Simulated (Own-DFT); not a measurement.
Simulation results for Hf₁₆O₃₁ (monoclinic hafnia with two neutral oxygen vacancies, strained, atoms displaced), Hf₃₁SiO₆₄ (monoclinic hafnia with substituted atoms, atoms displaced)

All values are calculated (Own-DFT development build). A calculation, not a measurement: plane-wave PBE and HSE06 DFT by an unreviewed code, no spin, of a simulated cell at Gamma alone, so results move with cell size and shape, stress positive in tension, energies less offsets, not probed for a lower state with spin; hafnium file: forces about 75 meV/angstrom off all-electron values; oxygen file: force components 24 meV/angstrom off all-electron in a glass; k mesh not checked against a denser one; forces and stress are PBE's, HSE06 gives the energy alone, and its difference from PBE has offsets of its own; offsets are fitted by least squares, one for each functional and potential file, so energies compare only between cells with the same atoms and settings and are not formation energies; the far tail of each file's local potential was reset to the Coulomb form; each entry is a single point on an unrelaxed cell, so the pressure reflects the starting lattice, mostly measured values, from which strain is counted, and rises with the displacements; printed positions are rounded, which can move forces by about a meV/angstrom; the program is a retired in-house code; no spin-orbit coupling.

Common to all runs: first functional PBE; second functional HSE06; exact exchange share 0.25; screening 0.11 1/bohr; exchange divergence Gygi-Baldereschi; potential files PseudoDojo norm-conserving, scalar-relativistic, made for PBE, standard set; wave cutoff 48 hartree; occupations fixed; k mesh 1 x 1 x 1 centred on Gamma.

(1) 
```cif
# cell vector a (Å): 10.0564 0.0040 -0.1695
# cell vector b (Å): 0.0041 10.2720 -0.1275
# cell vector c (Å): -1.8391 -0.1294 10.3834
data_Hf16O31
_symmetry_space_group_name_H-M 'P 1'
_symmetry_Int_Tables_number 1
_cell_length_a 10.0578
_cell_length_b 10.2728
_cell_length_c 10.5458
_cell_angle_alpha 91.407
_cell_angle_beta 101.009
_cell_angle_gamma 89.942
_cell_volume 1069.23
loop_
_atom_site_label
_atom_site_type_symbol
_atom_site_fract_x
_atom_site_fract_y
_atom_site_fract_z
_atom_site_occupancy
Hf1 Hf 0.14026 0.03218 0.10327 1
Hf2 Hf 0.36434 0.27112 0.14550 1
Hf3 Hf 0.35699 0.47933 0.39105 1
Hf4 Hf 0.13456 0.23294 0.35427 1
O1 O 0.03337 0.16850 0.16433 1
O2 O 0.46766 0.42220 0.07205 1
O3 O 0.46928 0.32482 0.32434 1
O4 O 0.03653 0.08947 0.43059 1
O5 O 0.22213 0.37967 0.23486 1
O6 O 0.27227 0.11520 0.26481 1
O7 O 0.22654 0.36315 0.48882 1
Hf5 Hf 0.14167 0.01192 0.60464 1
Hf6 Hf 0.35948 0.27324 0.65039 1
Hf7 Hf 0.36320 0.48109 0.90212 1
Hf8 Hf 0.13854 0.22178 0.85803 1
O8 O 0.03758 0.16224 0.67103 1
O9 O 0.46110 0.42091 0.57715 1
O10 O 0.46121 0.33254 0.82153 1
O11 O 0.04366 0.08205 0.92200 1
O12 O 0.22928 0.37833 0.73905 1
O13 O 0.27768 0.12820 0.50255 1
O14 O 0.27552 0.11401 0.75785 1
Hf9 Hf 0.13605 0.51690 0.10143 1
Hf10 Hf 0.35912 0.76754 0.13861 1
Hf11 Hf 0.35416 0.98951 0.39589 1
Hf12 Hf 0.13956 0.73092 0.35450 1
O15 O 0.03876 0.65874 0.17212 1
O16 O 0.45877 0.91819 0.07747 1
O17 O 0.46373 0.83953 0.32439 1
O18 O 0.03535 0.57816 0.42924 1
O19 O 0.21920 0.87886 0.23938 1
O20 O 0.27161 0.63042 0.01168 1
O21 O 0.27155 0.62659 0.25242 1
O22 O 0.21845 0.88323 0.48452 1
Hf13 Hf 0.13040 0.52207 0.59643 1
Hf14 Hf 0.36388 0.77402 0.64581 1
Hf15 Hf 0.35360 0.97862 0.89143 1
Hf16 Hf 0.13367 0.72918 0.85341 1
O23 O 0.03484 0.67142 0.66930 1
O24 O 0.46393 0.91674 0.58132 1
O25 O 0.45887 0.83768 0.83113 1
O26 O 0.03963 0.59183 0.92262 1
O27 O 0.22989 0.88419 0.74126 1
O28 O 0.27266 0.62295 0.50193 1
O29 O 0.26992 0.62458 0.75890 1
O30 O 0.23239 0.86269 0.99708 1
Hf17 Hf 0.63506 0.01378 0.10457 1
Hf18 Hf 0.86463 0.27276 0.15332 1
Hf19 Hf 0.84973 0.48069 0.39786 1
Hf20 Hf 0.63085 0.22340 0.36433 1
O31 O 0.53502 0.16182 0.17528 1
O32 O 0.96549 0.40949 0.08083 1
O33 O 0.96394 0.33133 0.32598 1
O34 O 0.53994 0.07723 0.41635 1
O35 O 0.73514 0.38418 0.23966 1
O36 O 0.77219 0.13155 0.00812 1
O37 O 0.77086 0.11971 0.25388 1
O38 O 0.72833 0.37395 0.49891 1
Hf21 Hf 0.63202 0.01932 0.60276 1
Hf22 Hf 0.86083 0.26652 0.64296 1
Hf23 Hf 0.86303 0.47630 0.89797 1
Hf24 Hf 0.63994 0.22938 0.85217 1
O39 O 0.53271 0.16145 0.67386 1
O40 O 0.95807 0.41526 0.58008 1
O41 O 0.95783 0.34078 0.82667 1
O42 O 0.52974 0.07950 0.92978 1
O43 O 0.73012 0.37052 0.73998 1
O44 O 0.78082 0.12922 0.50747 1
O45 O 0.77187 0.12110 0.75948 1
O46 O 0.72235 0.37955 0.98670 1
Hf25 Hf 0.63961 0.51624 0.11321 1
Hf26 Hf 0.86392 0.76784 0.14306 1
Hf27 Hf 0.85296 0.98274 0.39778 1
Hf28 Hf 0.63251 0.72790 0.35152 1
O47 O 0.53492 0.66001 0.16933 1
O48 O 0.95712 0.91880 0.07409 1
O49 O 0.96843 0.83024 0.32420 1
O50 O 0.53987 0.58052 0.42517 1
O51 O 0.72121 0.87127 0.24435 1
O52 O 0.77775 0.63256 0.00940 1
O53 O 0.77204 0.61702 0.25539 1
O54 O 0.72192 0.87398 0.48994 1
Hf29 Hf 0.63246 0.52898 0.59982 1
Hf30 Hf 0.86235 0.77776 0.64560 1
Hf31 Hf 0.85768 0.98241 0.88869 1
Hf32 Hf 0.63697 0.72634 0.85148 1
O55 O 0.54383 0.66295 0.67614 1
O56 O 0.96345 0.91277 0.57845 1
O57 O 0.96058 0.83133 0.83126 1
O58 O 0.53541 0.59011 0.93387 1
O59 O 0.72176 0.88684 0.73819 1
O60 O 0.77215 0.63582 0.51434 1
O61 O 0.77268 0.61527 0.74640 1
O62 O 0.73286 0.86760 0.99724 1
_calc_PBE_energy_of_cell_above_offsets '-84.760'  # eV
_calc_HSE06_less_PBE_above_offsets '-0.275'  # eV
_calc_PBE_pressure 15.25  # GPa
_calc_PBE_stress_xx -17.99  # GPa
_calc_PBE_stress_yy -13.8  # GPa
_calc_PBE_stress_zz -13.97  # GPa
_calc_PBE_stress_yz -2.3  # GPa
_calc_PBE_stress_xz -5.76  # GPa
_calc_PBE_stress_xy 1.19  # GPa
```

Force:
```csv
element,x (eV/Å),y (eV/Å),z (eV/Å)
Hf,-0.09,-3.063,0.637
Hf,0.333,-0.428,-1.414
Hf,0.254,0.038,0.617
Hf,0.266,-1.805,0.334
O,0.055,0.381,0.817
O,-1.883,-2.427,1.683
O,-1.894,2.274,1.013
O,-1.066,-0.365,-1.061
O,0.437,-0.448,0.282
O,0.587,2.131,-1.702
O,-0.355,1.369,-0.27
Hf,-0.697,2.239,-0.643
Hf,-0.087,-0.149,-1.473
Hf,-0.777,0.105,-1.971
Hf,0.362,2.309,-1.21
O,-0.55,0.334,0.505
O,-0.155,-0.473,-0.267
O,1.196,0.365,1.729
O,-0.872,-0.62,-0.587
O,-1.499,0.322,0.459
O,0.118,0.45,1.584
O,0.171,1.351,0.469
Hf,0.72,0.672,-0.127
Hf,0.16,1.223,2.121
Hf,0.415,-2.613,-1.012
Hf,-0.09,-0.038,-1.137
O,-1.283,0.643,0.115
O,0.586,-0.07,0.365
O,0.314,-0.693,0.538
O,-1.063,0.659,-2.218
O,-0.06,0.088,-0.03
O,0.654,-1.746,-0.892
O,1.177,-1.318,1.276
O,0.394,-1.935,0.66
Hf,0.762,-0.946,2.535
Hf,-0.687,-1.019,0.355
Hf,0.799,0.578,2.59
Hf,1.264,-0.035,0.327
O,-0.399,0.101,-0.318
O,-0.314,-0.335,-0.149
O,1.974,-1.753,-0.853
O,-1.805,-1.807,0.185
O,-1.319,-1.708,-0.945
O,0.975,1.177,0.805
O,1.039,-0.06,-0.159
O,-1.696,1.584,-1.979
Hf,0.753,0.149,-0.428
Hf,-1.665,-1.059,-2.517
Hf,1.353,0.3,0.583
Hf,2.923,0.414,-1.975
O,-0.937,0.751,-0.143
O,0.828,0.911,-0.724
O,0.062,0.944,1.627
O,-1.054,-0.696,0.846
O,-1.889,-1.114,0.877
O,0.389,-0.097,-0.258
O,0.521,-0.154,1.364
O,-1.283,-0.794,-1.722
Hf,1.315,0.101,0.367
Hf,0.43,1.178,1.082
Hf,-1.527,1.473,-0.667
Hf,-0.347,0.221,1.118
O,-0.538,0.36,-0.452
O,1.314,0.439,-0.169
O,3.316,-2.359,0.366
O,0.299,1.025,-1.187
O,-1.815,0.614,-0.082
O,-0.654,-0.423,0.3
O,0.913,0.072,-0.481
O,-0.391,-0.735,0.217
Hf,1.923,1.019,-2.577
Hf,0.229,1.008,0.405
Hf,1.629,-0.863,-1.208
Hf,0.361,1.258,-0.239
O,-1.23,1.126,0.807
O,1.786,0.669,0.254
O,-0.757,0.828,0.965
O,-1.628,-0.103,-1.817
O,0.068,0.464,-0.273
O,0.157,-1.009,-0.613
O,0.79,0.713,1.624
O,-0.34,0.089,0.019
Hf,2.388,-3.7,0.96
Hf,-0.937,-1.358,-0.024
Hf,-0.291,-0.303,2.606
Hf,0.746,-0.025,2.367
O,-3.913,2.785,-0.161
O,0.886,0.961,-0.308
O,0.157,0.374,-0.217
O,-0.12,0.422,-1.462
O,-0.53,-1.111,0.258
O,0.752,-0.382,-1.505
O,0.924,0.582,2.482
O,-1.738,0.499,-1.868
```

(2) 
```cif
# cell vector a (Å): 10.2340 0.0000 0.0000
# cell vector b (Å): 0.0000 10.3500 0.0000
# cell vector c (Å): -1.6955 0.0000 10.4453
data_Hf31SiO64
_symmetry_space_group_name_H-M 'P 1'
_symmetry_Int_Tables_number 1
_cell_length_a 10.2340
_cell_length_b 10.3500
_cell_length_c 10.5820
_cell_angle_alpha 90.000
_cell_angle_beta 99.220
_cell_angle_gamma 90.000
_cell_volume 1106.39
loop_
_atom_site_label
_atom_site_type_symbol
_atom_site_fract_x
_atom_site_fract_y
_atom_site_fract_z
_atom_site_occupancy
Hf1 Hf 0.13823 0.01550 0.10248 1
Hf2 Hf 0.36511 0.28215 0.15715 1
Hf3 Hf 0.35314 0.46949 0.40074 1
Hf4 Hf 0.14396 0.22816 0.35841 1
O1 O 0.04723 0.16316 0.16393 1
O2 O 0.45514 0.42574 0.07648 1
O3 O 0.46460 0.32860 0.33320 1
O4 O 0.03064 0.09487 0.41580 1
O5 O 0.22235 0.37481 0.25308 1
O6 O 0.28153 0.13159 0.02250 1
O7 O 0.28210 0.13374 0.25228 1
O8 O 0.21822 0.36784 0.50301 1
Hf5 Hf 0.13853 0.01288 0.60230 1
Hf6 Hf 0.36011 0.27132 0.65320 1
Hf7 Hf 0.34314 0.48283 0.87751 1
Hf8 Hf 0.13396 0.22868 0.85839 1
O9 O 0.05910 0.17501 0.68247 1
O10 O 0.45495 0.41192 0.58197 1
O11 O 0.46823 0.32783 0.84299 1
O12 O 0.03795 0.07856 0.92703 1
O13 O 0.22546 0.37751 0.72855 1
O14 O 0.27119 0.14757 0.50614 1
O15 O 0.27429 0.12528 0.76655 1
O16 O 0.22339 0.37393 0.98558 1
Hf9 Hf 0.13423 0.52059 0.09903 1
Hf10 Hf 0.35729 0.77972 0.14931 1
Hf11 Hf 0.38291 0.97615 0.40764 1
Hf12 Hf 0.13079 0.73300 0.34595 1
O17 O 0.04463 0.66980 0.17151 1
O18 O 0.45611 0.90557 0.07602 1
O19 O 0.46169 0.82967 0.34217 1
O20 O 0.02856 0.58897 0.41751 1
O21 O 0.21460 0.88450 0.24103 1
O22 O 0.28703 0.63813 0.00724 1
O23 O 0.27629 0.62585 0.24575 1
O24 O 0.21539 0.85508 0.48046 1
Hf13 Hf 0.14019 0.51519 0.60148 1
Hf14 Hf 0.36650 0.78643 0.64034 1
Hf15 Hf 0.36241 0.99065 0.90587 1
Hf16 Hf 0.14092 0.73392 0.84478 1
O25 O 0.03539 0.66390 0.66711 1
O26 O 0.46365 0.90974 0.56698 1
O27 O 0.47677 0.84242 0.82171 1
O28 O 0.03015 0.58414 0.91730 1
O29 O 0.22599 0.88835 0.74394 1
O30 O 0.27843 0.62107 0.50029 1
O31 O 0.27136 0.62150 0.75601 1
O32 O 0.22690 0.86842 0.99294 1
Hf17 Hf 0.64093 0.02775 0.10733 1
Hf18 Hf 0.85204 0.27125 0.14785 1
Hf19 Hf 0.86093 0.47218 0.38870 1
Hf20 Hf 0.64214 0.24601 0.35655 1
O33 O 0.53423 0.16583 0.16399 1
O34 O 0.95492 0.41627 0.07444 1
O35 O 0.94271 0.33793 0.32886 1
O36 O 0.53987 0.08763 0.41654 1
O37 O 0.73861 0.40380 0.25667 1
O38 O 0.77645 0.14359 0.00348 1
O39 O 0.78265 0.11246 0.25243 1
O40 O 0.72749 0.35394 0.49243 1
Hf21 Hf 0.63070 0.02173 0.59470 1
Hf22 Hf 0.86084 0.26541 0.64892 1
Hf23 Hf 0.84972 0.47736 0.88671 1
Hf24 Hf 0.64303 0.22244 0.86063 1
O41 O 0.54102 0.17274 0.68545 1
O42 O 0.96726 0.41458 0.57776 1
O43 O 0.96430 0.33125 0.83368 1
O44 O 0.54664 0.08961 0.92268 1
O45 O 0.72344 0.36723 0.73801 1
O46 O 0.77835 0.14482 0.51036 1
O47 O 0.77948 0.12188 0.75447 1
O48 O 0.72289 0.37906 0.98616 1
Hf25 Hf 0.62853 0.51833 0.11056 1
Hf26 Hf 0.86143 0.78203 0.13617 1
Hf27 Hf 0.86449 0.96977 0.40602 1
Hf28 Hf 0.63151 0.74138 0.36086 1
O49 O 0.53567 0.66134 0.17438 1
O50 O 0.95148 0.91288 0.08132 1
O51 O 0.97320 0.83285 0.32247 1
O52 O 0.54319 0.58033 0.42449 1
O53 O 0.73909 0.87848 0.24709 1
O54 O 0.77144 0.62667 0.00588 1
O55 O 0.78616 0.62247 0.24911 1
O56 O 0.73067 0.87438 0.48849 1
Hf29 Hf 0.63434 0.50865 0.60990 1
Hf30 Hf 0.86867 0.76821 0.65510 1
Si1 Si 0.87191 0.96494 0.90132 1
Hf31 Hf 0.63297 0.73936 0.84769 1
O57 O 0.54375 0.65105 0.67335 1
O58 O 0.97399 0.93756 0.58603 1
O59 O 0.97200 0.83158 0.84170 1
O60 O 0.53285 0.58315 0.91808 1
O61 O 0.72358 0.86776 0.74568 1
O62 O 0.77572 0.60611 0.51307 1
O63 O 0.78156 0.63485 0.75701 1
O64 O 0.73145 0.86220 0.98490 1
_calc_PBE_energy_of_cell_above_offsets '-75.539'  # eV
_calc_HSE06_less_PBE_above_offsets '0.962'  # eV
_calc_PBE_pressure 7.55  # GPa
_calc_PBE_stress_xx -7.9  # GPa
_calc_PBE_stress_yy -7.47  # GPa
_calc_PBE_stress_zz -7.29  # GPa
_calc_PBE_stress_yz 0.35  # GPa
_calc_PBE_stress_xz -0.96  # GPa
_calc_PBE_stress_xy -0.22  # GPa
```

Force:
```csv
element,x (eV/Å),y (eV/Å),z (eV/Å)
Hf,0.276,1.563,1.198
Hf,-0.624,-1.248,-2.775
Hf,0.503,3.24,0.053
Hf,-1.248,-0.076,-1.692
O,-2.22,1.526,0.963
O,-0.056,-0.692,0.925
O,0.7,0.33,0.553
O,-0.725,-1.752,1.066
O,-0.029,1.467,-0.926
O,0.057,-0.718,-1.661
O,-0.103,-1.887,2.371
O,0.375,0.329,-2.133
Hf,2.047,4.386,-0.07
Hf,0.236,-1.002,0.82
Hf,3.837,-0.5,4.071
Hf,0.018,0.162,0.852
O,-2.233,-0.754,-2.146
O,1.159,0.524,-0.589
O,-1.175,0.705,-1.088
O,-2.384,-1.882,-1.168
O,-0.596,0.494,2.16
O,1.425,-3.154,0.834
O,1.623,-1.022,0.418
O,-0.486,0.261,0.239
Hf,-0.445,0.864,-0.456
Hf,-1.332,-4.315,-0.408
Hf,-5.765,3.4,-5.782
Hf,1.441,-3.931,-0.11
O,-1.275,0.168,-1.79
O,3.748,3.17,-0.164
O,0.021,-0.096,-1.151
O,0.876,-0.475,0.563
O,1.558,0.233,0.154
O,-1.287,-0.597,-1.15
O,0.155,-1.396,1.538
O,1.812,3.244,3.415
Hf,-1.461,1.054,-1.769
Hf,-2.383,-6.201,2.053
Hf,0.033,0.032,-0.469
Hf,0.312,-1.939,2.732
O,-0.524,1.7,0.664
O,2.696,1.592,1.956
O,-3.129,1.886,-1.198
O,1.111,0.285,0.028
O,0.959,-1.016,-0.542
O,0.247,0.644,1.165
O,0.226,1.172,-1.355
O,-0.593,0.822,-0.976
Hf,0.482,-0.78,-0.631
Hf,2.876,1.121,-0.708
Hf,0.38,8.062,5.608
Hf,0.928,-1.812,-1.096
O,0.401,0.678,0.817
O,1.062,0.017,0.594
O,5.904,-5.8,-1.624
O,0.16,-0.634,0.934
O,-5.601,-4.774,-5.034
O,0.791,-2.431,1.217
O,-0.854,0.952,0.815
O,-0.789,2.692,0.881
Hf,3.219,2.636,3.451
Hf,2.615,1.242,0.339
Hf,0.973,1.505,2.091
Hf,0.7,3.516,-1.077
O,-0.049,-2.41,-2.865
O,-0.204,-0.555,0.594
O,-0.111,-0.088,-0.4
O,-3.03,-3.684,1.631
O,0.037,1.313,-0.079
O,-0.778,-4.164,-1.064
O,0.147,-2.686,0.92
O,-0.984,-1.246,0.854
Hf,1.737,2.281,-2.425
Hf,-2.997,-8.458,2.873
Hf,2.445,2.715,-3.262
Hf,2.64,-5.685,-1.778
O,-1.129,2.535,1.32
O,4.196,5.883,-3.946
O,-2.455,2.443,0.932
O,-1.343,-0.48,-0.207
O,-2.093,0.553,-0.505
O,0.214,0.58,-0.191
O,-0.923,0.823,1.236
O,-1.059,-0.3,1.871
Hf,1.332,1.065,-1.852
Hf,-1.003,-1.932,-0.828
Si,1.556,-0.347,1.125
Hf,1.17,-5.142,2.354
O,-2.687,2.853,-0.249
O,-3.518,-2.889,0.177
O,-2.725,2.658,-0.368
O,-0.664,0.048,-0.413
O,1.258,3.168,-1.956
O,-0.211,2.745,0.968
O,0.251,-1.789,0.353
O,0.36,3.403,-0.625
```
